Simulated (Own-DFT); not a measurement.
Si3N4 (beta silicon nitride, atoms displaced) (calculated)

Computed with Own-DFT development build. A calculation, not a measurement: plane-wave PBE density functional theory by an unreviewed code, no spin, of a simulated periodic cell, stress positive in tension, free energy of the whole cell less one offset for each atom, forces on such cells passed a denser k mesh, this cell's mesh not checked; offsets are fitted by least squares, one for each functional and potential file, so energies compare only between cells with the same atoms and settings and are not formation energies; the far tail of each file's local potential was reset to the Coulomb form; each entry is a single point on an unrelaxed cell, so the pressure reflects the starting lattice, mostly measured values (interpolated for alloys), from which strain is counted, and rises with the displacements; printed positions are rounded, which can move forces by about a meV/angstrom; the program, named Own-DFT, is a retired in-house code; no spin-orbit coupling.

Settings shared by all entries: functional PBE; potential files PseudoDojo norm-conserving, scalar-relativistic, standard set; wave cutoff 42 hartree; occupations Fermi-Dirac; smearing width 0.1 eV; k mesh 3 x 3 x 3 centred on Gamma.

```yaml
- entry: 1
  formula: Si3N4
  kind: "beta silicon nitride, atoms displaced"
  structure:
    cell_angstrom: [[7.606, 0.0, 0.0], [-3.803, 6.587, 0.0], [0.0, 0.0, 8.727]]
    atoms_fractional:
      - [Si, 0.17383, 0.76967, 0.08144]
      - [Si, 0.23085, 0.40527, 0.0868]
      - [Si, 0.59304, 0.82314, 0.08384]
      - [Si, 0.82569, 0.2295, 0.25248]
      - [Si, 0.77015, 0.59534, 0.25303]
      - [Si, 0.39931, 0.17079, 0.25037]
      - ["N", 0.331, 0.03074, 0.08613]
      - ["N", 0.96944, 0.30257, 0.08768]
      - ["N", 0.7005, 0.66897, 0.08289]
      - ["N", 0.66686, 0.96786, 0.25359]
      - ["N", 0.032, 0.70129, 0.24683]
      - ["N", 0.30018, 0.33518, 0.25107]
      - ["N", 0.33279, 0.66867, 0.08155]
      - ["N", 0.66401, 0.3354, 0.24967]
      - [Si, 0.17113, 0.77112, 0.41718]
      - [Si, 0.23044, 0.40158, 0.41573]
      - [Si, 0.59607, 0.82745, 0.41539]
      - [Si, 0.82967, 0.23344, 0.58524]
      - [Si, 0.76647, 0.58931, 0.58084]
      - [Si, 0.40212, 0.1699, 0.58188]
      - ["N", 0.33584, 0.03282, 0.41439]
      - ["N", 0.96844, 0.29848, 0.41427]
      - ["N", 0.69657, 0.66857, 0.41545]
      - ["N", 0.6668, 0.96731, 0.5883]
      - ["N", 0.02865, 0.69508, 0.58403]
      - ["N", 0.30278, 0.33551, 0.5829]
      - ["N", 0.33646, 0.66709, 0.41447]
      - ["N", 0.66965, 0.3342, 0.58399]
      - [Si, 0.17445, 0.77609, 0.75163]
      - [Si, 0.22687, 0.40504, 0.75091]
      - [Si, 0.59242, 0.82157, 0.75117]
      - [Si, 0.82502, 0.22942, 0.9147]
      - [Si, 0.76547, 0.59781, 0.91857]
      - [Si, 0.40402, 0.17336, 0.91597]
      - ["N", 0.33478, 0.03171, 0.74817]
      - ["N", 0.96441, 0.29845, 0.75029]
      - ["N", 0.70048, 0.6654, 0.75199]
      - ["N", 0.66524, 0.96876, 0.91898]
      - ["N", 0.03575, 0.70144, 0.91943]
      - ["N", 0.29657, 0.3256, 0.91359]
      - ["N", 0.33624, 0.6623, 0.74822]
      - ["N", 0.668, 0.33677, 0.91959]
  results:
    "free_energy_of_cell_above_offsets [eV]": "-7.314"
    "pressure [GPa]": 5.57
    "stress_xx [GPa]": -3.49
    "stress_yy [GPa]": -5.45
    "stress_zz [GPa]": -7.76
    "stress_yz [GPa]": 0.78
    "stress_xz [GPa]": -0.44
    "stress_xy [GPa]": -0.37
    force_element: [Si, Si, Si, Si, Si, Si, "N", "N", "N", "N", "N", "N", "N", "N", Si, Si, Si, Si, Si, Si, "N", "N", "N", "N", "N", "N", "N", "N", Si, Si, Si, Si, Si, Si, "N", "N", "N", "N", "N", "N", "N", "N"]
    "force_x [eV/angstrom]": [0.887, -0.374, -0.353, -1.494, -0.07, 0.935, -0.289, 0.136, -0.514, 0.309, -0.504, 1.039, 0.408, 0.47, 1.722, -0.683, -0.724, -1.035, -0.52, 0.657, -0.686, 0.498, 0.695, 0.384, -0.014, 0.384, -1.256, -0.614, 1.382, 0.555, 0.298, -0.905, 1.743, 0.876, -0.332, 1.289, -0.45, 0.34, -1.587, -0.614, -1.995, 0.005]
    "force_y [eV/angstrom]": [0.057, 0.563, 0.281, 0.23, -0.495, 1.725, -0.081, -0.41, 0.553, 0.554, 0.075, -1.136, -0.608, -0.741, -0.847, 1.68, -0.491, -0.942, 0.484, 1.84, -0.931, 0.052, 0.045, 0.74, 0.651, -1.123, -0.164, -1.077, -1.865, -0.034, 0.024, 0.449, -0.94, 0.685, -0.055, 0.478, 0.714, -0.037, -0.301, 0.165, 0.882, -0.65]
    "force_z [eV/angstrom]": [0.822, -1.32, 0.446, -0.758, -1.009, -0.467, -0.955, -1.114, 0.925, -1.227, 0.996, -0.263, 0.069, 0.246, -0.519, 0.553, 1.403, -0.955, 0.719, -0.006, 0.777, 1.279, 0.57, -1.034, -0.007, 0.251, 0.143, -0.159, -0.276, -0.341, 0.194, 1.63, -0.258, 0.583, 0.275, 0.188, -0.873, -0.427, -1.154, 1.055, 0.231, -0.235]
- entry: 2
  formula: Si3N4
  kind: "beta silicon nitride, atoms displaced"
  structure:
    cell_angstrom: [[7.606, 0.0, 0.0], [-3.803, 6.587, 0.0], [0.0, 0.0, 8.727]]
    atoms_fractional:
      - [Si, 0.17286, 0.77024, 0.08078]
      - [Si, 0.23063, 0.40399, 0.08357]
      - [Si, 0.59941, 0.83203, 0.08521]
      - [Si, 0.82504, 0.23017, 0.24915]
      - [Si, 0.76526, 0.58514, 0.25103]
      - [Si, 0.4008, 0.17548, 0.25027]
      - ["N", 0.33091, 0.02979, 0.08076]
      - ["N", 0.96942, 0.30446, 0.08265]
      - ["N", 0.69526, 0.66599, 0.07849]
      - ["N", 0.67014, 0.96763, 0.25427]
      - ["N", 0.03091, 0.70094, 0.24768]
      - ["N", 0.30373, 0.33622, 0.25205]
      - ["N", 0.3307, 0.66314, 0.08173]
      - ["N", 0.66757, 0.32919, 0.24869]
      - [Si, 0.16805, 0.76577, 0.41956]
      - [Si, 0.23125, 0.40717, 0.41903]
      - [Si, 0.5952, 0.82891, 0.41761]
      - [Si, 0.82901, 0.23264, 0.58602]
      - [Si, 0.77145, 0.59897, 0.5839]
      - [Si, 0.4068, 0.1773, 0.5829]
      - ["N", 0.3347, 0.03548, 0.41509]
      - ["N", 0.9739, 0.30849, 0.41664]
      - ["N", 0.69387, 0.6632, 0.41731]
      - ["N", 0.66614, 0.96854, 0.58317]
      - ["N", 0.03197, 0.69957, 0.58296]
      - ["N", 0.30034, 0.33407, 0.58076]
      - ["N", 0.33098, 0.66725, 0.41243]
      - ["N", 0.66708, 0.33276, 0.58758]
      - [Si, 0.17075, 0.76942, 0.75221]
      - [Si, 0.22863, 0.40217, 0.74999]
      - [Si, 0.59483, 0.82927, 0.75301]
      - [Si, 0.82091, 0.23048, 0.91556]
      - [Si, 0.76782, 0.5983, 0.91697]
      - [Si, 0.40494, 0.17392, 0.91829]
      - ["N", 0.33265, 0.03307, 0.74904]
      - ["N", 0.96768, 0.29646, 0.75209]
      - ["N", 0.69969, 0.66322, 0.75435]
      - ["N", 0.6608, 0.96323, 0.9132]
      - ["N", 0.03531, 0.69889, 0.91649]
      - ["N", 0.30061, 0.32965, 0.91843]
      - ["N", 0.33559, 0.66727, 0.7512]
      - ["N", 0.66854, 0.33067, 0.92037]
  results:
    "free_energy_of_cell_above_offsets [eV]": "-7.235"
    "pressure [GPa]": 5.56
    "stress_xx [GPa]": -4.66
    "stress_yy [GPa]": -4.0
    "stress_zz [GPa]": -8.02
    "stress_yz [GPa]": 0.29
    "stress_xz [GPa]": 0.23
    "stress_xy [GPa]": 0.2
    force_element: [Si, Si, Si, Si, Si, Si, "N", "N", "N", "N", "N", "N", "N", "N", Si, Si, Si, Si, Si, Si, "N", "N", "N", "N", "N", "N", "N", "N", Si, Si, Si, Si, Si, Si, "N", "N", "N", "N", "N", "N", "N", "N"]
    "force_x [eV/angstrom]": [1.432, -0.204, -1.105, 0.526, -0.324, 0.987, -0.242, 0.037, 0.163, 0.347, -0.855, -0.082, 0.31, -1.044, 1.518, -0.011, -0.574, -0.863, -0.216, 0.272, -0.473, -0.813, 0.119, 0.597, -0.851, 0.446, 0.28, 0.27, 1.929, 0.386, 0.117, 0.789, 1.682, 0.55, -0.417, 0.429, -1.295, 0.565, -1.952, -0.184, -0.852, -1.394]
    "force_y [eV/angstrom]": [-0.614, 0.817, -2.077, 0.375, 1.16, -0.097, 0.218, -0.842, 0.433, 0.98, -0.102, -0.453, 1.234, -0.281, 1.011, 0.976, -1.662, -0.1, -1.369, 0.031, -1.299, -0.959, 0.463, 0.601, -0.042, -0.638, 0.477, 0.698, 0.296, 1.105, -2.076, -0.351, -1.586, 0.441, -0.428, 0.069, 1.496, 2.332, -0.496, -0.231, -0.458, 0.95]
    "force_z [eV/angstrom]": [0.894, 0.111, -0.362, 0.418, -0.724, -0.463, 0.997, -0.118, 1.885, -1.07, 0.594, -0.355, 0.194, 0.118, -1.706, -0.936, 0.364, -0.94, 0.256, -0.066, 0.571, 0.19, -0.145, 0.498, 0.858, 1.079, 0.457, -0.247, -0.711, 0.366, -1.678, 0.643, 0.421, -0.742, 0.145, -0.117, -1.6, 1.895, -0.083, -0.488, -0.24, -0.167]
- entry: 3
  formula: Si3N4
  kind: "beta silicon nitride, atoms displaced"
  structure:
    cell_angstrom: [[7.606, 0.0, 0.0], [-3.803, 6.587, 0.0], [0.0, 0.0, 8.727]]
    atoms_fractional:
      - [Si, 0.18011, 0.77465, 0.0876]
      - [Si, 0.23064, 0.40609, 0.08186]
      - [Si, 0.59153, 0.82502, 0.08041]
      - [Si, 0.82878, 0.23146, 0.24484]
      - [Si, 0.77281, 0.59739, 0.24597]
      - [Si, 0.40538, 0.18102, 0.25116]
      - ["N", 0.32914, 0.0271, 0.07997]
      - ["N", 0.96845, 0.30164, 0.08475]
      - ["N", 0.70379, 0.67283, 0.08249]
      - ["N", 0.66545, 0.96634, 0.24973]
      - ["N", 0.02944, 0.69705, 0.25384]
      - ["N", 0.30496, 0.33221, 0.24554]
      - ["N", 0.3366, 0.66757, 0.08509]
      - ["N", 0.66665, 0.33756, 0.25521]
      - [Si, 0.1772, 0.77504, 0.41619]
      - [Si, 0.23356, 0.40565, 0.4131]
      - [Si, 0.59492, 0.82834, 0.415]
      - [Si, 0.82314, 0.22667, 0.58735]
      - [Si, 0.7696, 0.59646, 0.58176]
      - [Si, 0.4046, 0.17536, 0.58325]
      - ["N", 0.3295, 0.02947, 0.41468]
      - ["N", 0.96661, 0.29932, 0.41405]
      - ["N", 0.69808, 0.66634, 0.42083]
      - ["N", 0.66823, 0.97052, 0.57913]
      - ["N", 0.02793, 0.69856, 0.58592]
      - ["N", 0.30634, 0.33434, 0.58264]
      - ["N", 0.33234, 0.66958, 0.41368]
      - ["N", 0.668, 0.33395, 0.58533]
      - [Si, 0.17304, 0.76973, 0.75048]
      - [Si, 0.22561, 0.40023, 0.75053]
      - [Si, 0.59306, 0.82549, 0.75019]
      - [Si, 0.8229, 0.22924, 0.9139]
      - [Si, 0.77503, 0.59853, 0.91373]
      - [Si, 0.4083, 0.17349, 0.91658]
      - ["N", 0.33453, 0.02807, 0.75284]
      - ["N", 0.96608, 0.29961, 0.75498]
      - ["N", 0.69692, 0.66703, 0.75261]
      - ["N", 0.66798, 0.96901, 0.91797]
      - ["N", 0.0309, 0.69593, 0.91482]
      - ["N", 0.30111, 0.3302, 0.91275]
      - ["N", 0.32961, 0.66493, 0.75084]
      - ["N", 0.66884, 0.3331, 0.92302]
  results:
    "free_energy_of_cell_above_offsets [eV]": "-7.282"
    "pressure [GPa]": 5.58
    "stress_xx [GPa]": -5.66
    "stress_yy [GPa]": -5.98
    "stress_zz [GPa]": -5.12
    "stress_yz [GPa]": 0.9
    "stress_xz [GPa]": -0.57
    "stress_xy [GPa]": -0.46
    force_element: [Si, Si, Si, Si, Si, Si, "N", "N", "N", "N", "N", "N", "N", "N", Si, Si, Si, Si, Si, Si, "N", "N", "N", "N", "N", "N", "N", "N", Si, Si, Si, Si, Si, Si, "N", "N", "N", "N", "N", "N", "N", "N"]
    "force_x [eV/angstrom]": [-0.466, 0.177, 0.863, -1.797, -0.867, 1.933, -0.087, 0.859, -0.106, 0.295, 0.524, -1.444, -0.963, 0.594, -0.17, -0.949, 0.092, -0.291, -0.014, 1.158, -0.243, 1.064, -0.607, 0.164, 0.617, -1.139, 0.507, -0.211, 0.56, 0.495, -0.435, -0.319, -0.571, -0.032, -0.313, 0.718, -0.037, 0.101, 0.466, -0.065, 0.464, -0.527]
    "force_y [eV/angstrom]": [-1.984, 0.208, -0.102, -0.359, -0.395, -1.229, 1.717, 0.071, 0.234, 0.981, 0.728, 0.577, -0.556, -0.83, -1.66, 0.594, -1.159, 1.305, -0.87, -0.236, 1.32, 0.018, 0.791, -0.578, 0.733, -0.074, -0.507, -0.305, -0.502, 1.277, -0.575, 0.193, -0.952, 0.519, 0.622, -0.172, 0.472, 0.217, 0.602, -0.32, -0.167, 0.351]
    "force_z [eV/angstrom]": [-0.847, -0.601, 1.035, 1.89, 1.392, -0.762, 1.273, -1.546, -0.527, -0.851, -0.99, 0.44, -0.165, -0.553, 0.882, 0.525, -0.007, -1.474, 1.018, 0.317, 0.376, 0.764, -1.785, 1.465, -0.708, -0.099, 0.186, 0.143, -0.116, -0.553, -0.387, 1.841, 0.989, -0.04, -1.007, -1.491, -0.897, -0.814, 1.185, 1.033, -0.133, -0.402]
- entry: 4
  formula: Si3N4
  kind: "beta silicon nitride, atoms displaced"
  structure:
    cell_angstrom: [[7.606, 0.0, 0.0], [-3.803, 6.587, 0.0], [0.0, 0.0, 8.727]]
    atoms_fractional:
      - [Si, 0.17686, 0.76703, 0.08157]
      - [Si, 0.22485, 0.40311, 0.08368]
      - [Si, 0.59683, 0.82564, 0.08686]
      - [Si, 0.8229, 0.22669, 0.25132]
      - [Si, 0.7629, 0.59438, 0.25133]
      - [Si, 0.40573, 0.179, 0.24649]
      - ["N", 0.33359, 0.03135, 0.07593]
      - ["N", 0.96938, 0.30085, 0.08395]
      - ["N", 0.6993, 0.66373, 0.08568]
      - ["N", 0.66941, 0.97119, 0.24951]
      - ["N", 0.03077, 0.69945, 0.24957]
      - ["N", 0.30378, 0.33733, 0.25062]
      - ["N", 0.332, 0.66857, 0.08605]
      - ["N", 0.66732, 0.33185, 0.24765]
      - [Si, 0.1745, 0.77217, 0.41788]
      - [Si, 0.22923, 0.40214, 0.41847]
      - [Si, 0.59548, 0.82346, 0.41751]
      - [Si, 0.82901, 0.23181, 0.58269]
      - [Si, 0.76845, 0.59689, 0.58051]
      - [Si, 0.4019, 0.17153, 0.58702]
      - ["N", 0.33094, 0.02819, 0.41778]
      - ["N", 0.96777, 0.30064, 0.42056]
      - ["N", 0.69946, 0.66624, 0.41649]
      - ["N", 0.6625, 0.9651, 0.58403]
      - ["N", 0.03607, 0.70427, 0.58133]
      - ["N", 0.30124, 0.33354, 0.58693]
      - ["N", 0.33664, 0.66581, 0.41915]
      - ["N", 0.66854, 0.33346, 0.58877]
      - [Si, 0.16814, 0.769, 0.75399]
      - [Si, 0.23589, 0.40583, 0.75066]
      - [Si, 0.59669, 0.82475, 0.75344]
      - [Si, 0.82067, 0.23012, 0.91801]
      - [Si, 0.76616, 0.59144, 0.91511]
      - [Si, 0.40338, 0.17504, 0.92182]
      - ["N", 0.33184, 0.0371, 0.74873]
      - ["N", 0.97117, 0.29784, 0.74708]
      - ["N", 0.70192, 0.67064, 0.75054]
      - ["N", 0.66759, 0.96674, 0.91979]
      - ["N", 0.03158, 0.69784, 0.91584]
      - ["N", 0.30434, 0.33329, 0.91895]
      - ["N", 0.33328, 0.66898, 0.75164]
      - ["N", 0.66501, 0.33393, 0.91364]
  results:
    "free_energy_of_cell_above_offsets [eV]": "-7.225"
    "pressure [GPa]": 5.69
    "stress_xx [GPa]": -4.69
    "stress_yy [GPa]": -4.81
    "stress_zz [GPa]": -7.57
    "stress_yz [GPa]": 1.2
    "stress_xz [GPa]": 0.26
    "stress_xy [GPa]": 0.7
    force_element: [Si, Si, Si, Si, Si, Si, "N", "N", "N", "N", "N", "N", "N", "N", Si, Si, Si, Si, Si, Si, "N", "N", "N", "N", "N", "N", "N", "N", Si, Si, Si, Si, Si, Si, "N", "N", "N", "N", "N", "N", "N", "N"]
    "force_x [eV/angstrom]": [-0.898, 0.874, -0.517, -0.01, 2.308, 0.634, -0.371, -0.701, -1.021, 0.37, -0.474, 0.012, 1.32, -0.438, 1.307, -0.196, -0.932, -1.379, 1.325, 0.95, -0.292, 0.699, -0.685, 0.729, -1.611, 0.705, -0.838, -0.491, 2.019, -1.267, -1.24, 0.721, 0.459, 0.643, -0.39, 0.039, 0.116, 0.315, -1.276, -0.726, 0.038, 0.172]
    "force_y [eV/angstrom]": [0.241, 1.252, -0.856, 1.39, -0.831, -1.055, -0.894, -0.613, 0.932, -0.889, 0.136, -0.719, -0.653, 0.212, -0.926, 1.203, 0.123, -0.757, -1.032, 1.196, 1.601, -0.13, 0.691, 0.896, -0.565, -0.641, -0.239, 0.203, 0.766, 0.914, -0.037, 0.212, 0.161, 0.723, -1.744, -0.145, 0.107, 0.566, -0.379, 0.215, -0.275, -0.359]
    "force_z [eV/angstrom]": [0.684, -0.086, -0.642, 0.14, -0.32, 0.777, 2.679, 0.069, -0.889, 0.68, -0.059, -0.219, -0.073, 0.178, -0.879, 0.365, 0.246, 0.986, 1.111, -1.321, -0.761, -1.582, -0.051, 0.069, 0.966, -1.124, -0.284, -0.547, -1.685, 0.6, -0.665, -0.932, 0.52, -2.762, 1.863, 1.424, -0.292, 0.065, 0.893, 0.219, 0.248, 0.389]
- entry: 5
  formula: Si3N4
  kind: "beta silicon nitride, atoms displaced"
  structure:
    cell_angstrom: [[7.606, 0.0, 0.0], [-3.803, 6.587, 0.0], [0.0, 0.0, 8.727]]
    atoms_fractional:
      - [Si, 0.17239, 0.76703, 0.0842]
      - [Si, 0.23326, 0.40061, 0.08107]
      - [Si, 0.59456, 0.83135, 0.08325]
      - [Si, 0.82611, 0.23073, 0.24767]
      - [Si, 0.76505, 0.59412, 0.24853]
      - [Si, 0.40302, 0.1736, 0.24942]
      - ["N", 0.33602, 0.03486, 0.08014]
      - ["N", 0.96855, 0.2986, 0.08287]
      - ["N", 0.69227, 0.66492, 0.08091]
      - ["N", 0.66644, 0.96747, 0.25386]
      - ["N", 0.03624, 0.70452, 0.24989]
      - ["N", 0.29835, 0.33431, 0.25402]
      - ["N", 0.3336, 0.66404, 0.08338]
      - ["N", 0.66346, 0.33477, 0.24636]
      - [Si, 0.17127, 0.76753, 0.41448]
      - [Si, 0.22713, 0.4021, 0.41242]
      - [Si, 0.59909, 0.82784, 0.41825]
      - [Si, 0.82789, 0.23094, 0.58659]
      - [Si, 0.76872, 0.59705, 0.58015]
      - [Si, 0.40619, 0.17559, 0.58889]
      - ["N", 0.33208, 0.03164, 0.41241]
      - ["N", 0.9628, 0.2993, 0.41637]
      - ["N", 0.69487, 0.66721, 0.41809]
      - ["N", 0.66734, 0.97173, 0.58265]
      - ["N", 0.03999, 0.70282, 0.58555]
      - ["N", 0.30352, 0.33416, 0.58047]
      - ["N", 0.32859, 0.66129, 0.41478]
      - ["N", 0.66425, 0.3329, 0.58701]
      - [Si, 0.17135, 0.76794, 0.7509]
      - [Si, 0.22507, 0.40026, 0.74546]
      - [Si, 0.59381, 0.82798, 0.75202]
      - [Si, 0.82732, 0.23044, 0.91427]
      - [Si, 0.76719, 0.58907, 0.91728]
      - [Si, 0.40724, 0.17714, 0.91942]
      - ["N", 0.33337, 0.03111, 0.75231]
      - ["N", 0.96756, 0.3007, 0.74932]
      - ["N", 0.7013, 0.66824, 0.74679]
      - ["N", 0.66544, 0.97187, 0.91751]
      - ["N", 0.02755, 0.69581, 0.91863]
      - ["N", 0.30477, 0.33575, 0.9203]
      - ["N", 0.33931, 0.66487, 0.75421]
      - ["N", 0.66742, 0.33531, 0.91479]
  results:
    "free_energy_of_cell_above_offsets [eV]": "-7.091"
    "pressure [GPa]": 5.6
    "stress_xx [GPa]": -3.58
    "stress_yy [GPa]": -4.91
    "stress_zz [GPa]": -8.3
    "stress_yz [GPa]": 0.1
    "stress_xz [GPa]": 0.64
    "stress_xy [GPa]": -0.42
    force_element: [Si, Si, Si, Si, Si, Si, "N", "N", "N", "N", "N", "N", "N", "N", Si, Si, Si, Si, Si, Si, "N", "N", "N", "N", "N", "N", "N", "N", Si, Si, Si, Si, Si, Si, "N", "N", "N", "N", "N", "N", "N", "N"]
    "force_x [eV/angstrom]": [1.361, -1.249, -0.255, -1.242, 0.447, 0.105, -0.442, 0.537, 0.258, 0.385, -2.308, 1.269, -0.559, 0.83, 1.866, -0.835, -2.081, -1.848, 1.042, 0.182, -0.275, 0.92, 0.92, 0.37, -2.219, -0.436, 0.521, 0.984, 1.849, 1.41, 0.667, -1.143, -0.844, 0.336, -0.433, 0.758, -0.348, 0.476, 0.21, 0.162, -2.032, 0.681]
    "force_y [eV/angstrom]": [0.349, 1.586, -1.491, 0.022, 0.114, 0.575, -1.346, -0.049, 0.605, 0.817, -0.931, -1.365, 0.435, -0.145, 0.64, 1.007, -1.053, 0.135, -0.771, -0.321, -0.299, 0.175, 0.095, -0.222, -0.844, -0.658, 1.103, 0.537, 0.061, 1.505, -0.837, 0.485, 0.969, 0.237, -0.288, -0.019, 0.798, 0.287, 0.36, -0.972, -0.228, -1.059]
    "force_z [eV/angstrom]": [-0.551, 1.412, 0.441, 0.553, -0.11, 0.032, 1.048, -0.437, 0.356, -1.062, -0.272, -1.984, -0.046, 0.128, 0.782, 1.605, 0.13, -1.52, 1.07, -1.781, 1.524, 0.143, -0.855, 0.778, -1.044, 0.311, 0.194, -0.226, 0.864, 1.022, -0.613, 0.999, -0.68, -1.012, 0.375, 0.336, 0.872, -0.267, -0.234, -2.112, -0.264, 0.098]
```
